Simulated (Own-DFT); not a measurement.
# Response to strain: 2H SiC, 72 atoms (C36Si36)

Calculated results; nothing here was measured. They come from Own-DFT, an in-house plane-wave density functional program, since retired, whose code no person has reviewed. Each row is one single-point run on a periodic cell that was not relaxed, without spin or spin-orbit coupling.

Settings of every run: PBE; PseudoDojo norm-conserving scalar-relativistic files; cutoff 42 hartree; 4 x 4 x 3 k mesh centred on Gamma; Fermi-Dirac smearing of 0.1 eV.

Known limits: forces on such cells passed a denser k mesh, each cell not checked; stress not checked against mesh or cutoff.

Unstrained cell vectors in Å: (9.248, 0.000, 0.000); (-4.624, 8.009, 0.000); (0.000, 0.000, 10.068). The unstrained cell has measured lattice constants (interpolated for alloys), not those of this functional. That, the random moves and any unrelaxed bonds set the pressure at no strain. Each run strains this cell uniformly, with the atoms carried along. Every atom was also moved at random, by a Gaussian of width 0.05 Å on each axis. Strain is the symmetric tensor, in per cent. Stress is positive in tension, and the pressure is minus a third of its trace.

| run | e_xx (%) | e_yy (%) | e_zz (%) | e_yz (%) | e_xz (%) | e_xy (%) | s_xx (GPa) | s_yy (GPa) | s_zz (GPa) | s_yz (GPa) | s_xz (GPa) | s_xy (GPa) | P (GPa) | E (meV/atom) |
|---|---|---|---|---|---|---|---|---|---|---|---|---|---|---|
| 1 | 1.89 | -0.95 | 1.73 | -0.49 | 1.54 | -1.41 | 4.44 | -6.19 | 3.01 | -0.73 | 3.86 | -5.84 | -0.42 | 22.5 |
| 2 | -0.98 | -0.04 | -1.36 | -0.09 | 0.67 | 0.63 | -11.20 | -5.56 | -15.95 | 0.37 | 2.21 | 3.42 | 10.90 | 15.1 |
| 3 | -0.86 | -1.21 | 1.43 | -1.07 | -1.54 | -1.07 | -10.33 | -11.48 | -0.27 | -3.20 | -5.91 | -4.95 | 7.36 | 26.5 |
| 4 | -1.16 | 0.08 | -1.35 | 1.90 | -1.85 | 0.37 | -10.66 | -6.76 | -19.00 | 6.56 | -6.65 | 1.51 | 12.14 | 67.3 |
| 5 | -1.16 | -1.62 | 1.15 | 0.89 | -1.14 | -0.34 | -10.97 | -16.75 | -1.25 | 2.88 | -3.57 | -1.09 | 9.66 | 22.8 |
| 6 | 1.30 | 0.19 | 1.12 | -1.48 | 1.68 | 1.83 | 1.75 | -3.89 | 1.14 | -4.16 | 4.81 | 9.26 | 0.33 | 39.4 |
| 7 | -1.20 | -1.86 | 1.61 | -1.08 | 1.75 | 0.68 | -14.22 | -15.95 | 2.92 | -3.98 | 5.76 | 4.32 | 9.08 | 18.6 |
| 8 | -0.87 | -0.08 | 1.86 | -1.95 | -0.93 | 0.63 | -8.91 | -5.71 | 2.86 | -6.15 | -3.53 | 3.31 | 3.92 | 18.8 |
| 9 | -0.16 | 0.07 | 1.42 | -0.61 | -1.64 | 1.67 | -5.20 | -2.93 | 0.40 | -1.25 | -5.89 | 8.95 | 2.58 | 11.8 |
| 10 | 1.00 | -0.66 | 1.09 | 1.85 | -1.38 | -0.83 | 1.62 | -9.05 | -0.30 | 7.25 | -4.61 | -2.56 | 2.58 | 17.2 |
| 11 | 0.72 | 1.88 | 1.06 | 0.08 | -0.95 | -0.49 | 1.08 | 6.19 | 0.04 | 0.53 | -2.25 | -2.88 | -2.44 | 0.0 |
| 12 | -1.59 | 1.46 | -0.89 | -0.54 | 1.77 | -1.18 | -13.14 | 1.45 | -13.02 | -2.75 | 6.86 | -4.89 | 8.24 | 32.7 |
| 13 | 0.04 | 0.33 | 1.93 | 1.98 | -0.63 | -1.42 | -3.84 | -2.07 | 4.43 | 6.74 | -1.90 | -6.93 | 0.49 | 9.7 |
| 14 | 1.84 | -0.74 | -0.44 | 0.47 | -0.14 | 0.25 | 4.11 | -5.66 | -9.96 | 1.25 | 0.28 | 1.91 | 3.84 | 8.4 |
| 15 | -0.72 | -1.45 | 1.80 | 1.27 | -1.87 | -0.16 | -11.61 | -12.18 | 3.56 | 3.95 | -5.99 | -2.87 | 6.74 | 21.6 |
| 16 | 1.26 | 1.23 | -1.43 | 0.79 | 0.62 | 1.36 | 5.20 | 0.40 | -15.35 | 1.70 | 2.44 | 5.94 | 3.25 | 15.0 |
| 17 | -0.45 | 0.39 | -1.35 | -1.82 | 1.76 | -1.99 | ? | ? | ? | ? | ? | ? | ? | ? |

E is the free energy for each atom above the lowest run shown.

## Worked fit

Each stress component was fitted by least squares to a constant and the strains of the runs shown, as fractions, with shears doubled. Shear strains stay in the fit of a normal stress only where such slopes are resolved. The slopes, in GPa:

| stress | at no strain | per e_xx | per e_yy | per e_zz | scatter |
|---|---|---|---|---|---|
| s_xx | -4.7 | 563 ± 25 | 104 ± 31 | 1 ± 26 | 1.15 |
| s_yy | -5.1 | 100 ± 31 | 538 ± 38 | 42 ± 32 | 1.42 |
| s_zz | -7.7 | 48 ± 23 | 25 ± 28 | 634 ± 24 | 1.04 |

Each shear stress against twice its own strain: yz 160 ± 10, xz 170 ± 8, xy 233 ± 14 GPa. These are stiffnesses along x, y and z of the frame in which the cell vectors are given, which need not be the crystal's axes. The atoms are held to the strained lattice; where symmetry lets them move under strain, relaxing them would lower some slopes. The table should be nearly symmetric about its diagonal, and what it lacks of that shows the noise. A ninth of its sum, 228 ± 4 GPa, estimates the bulk modulus near the mean pressure of these runs, 4.9 GPa, so it lies above the value at zero pressure.

## Withheld run

Question: what normal stresses and pressure should run 17 give?

The fit gives s_xx = -6.8, s_yy = -4.0, s_zz = -16.4 and P = 9.1 GPa. The calculation gave -7.78, -3.45, -17.67 and P = 9.63 GPa.
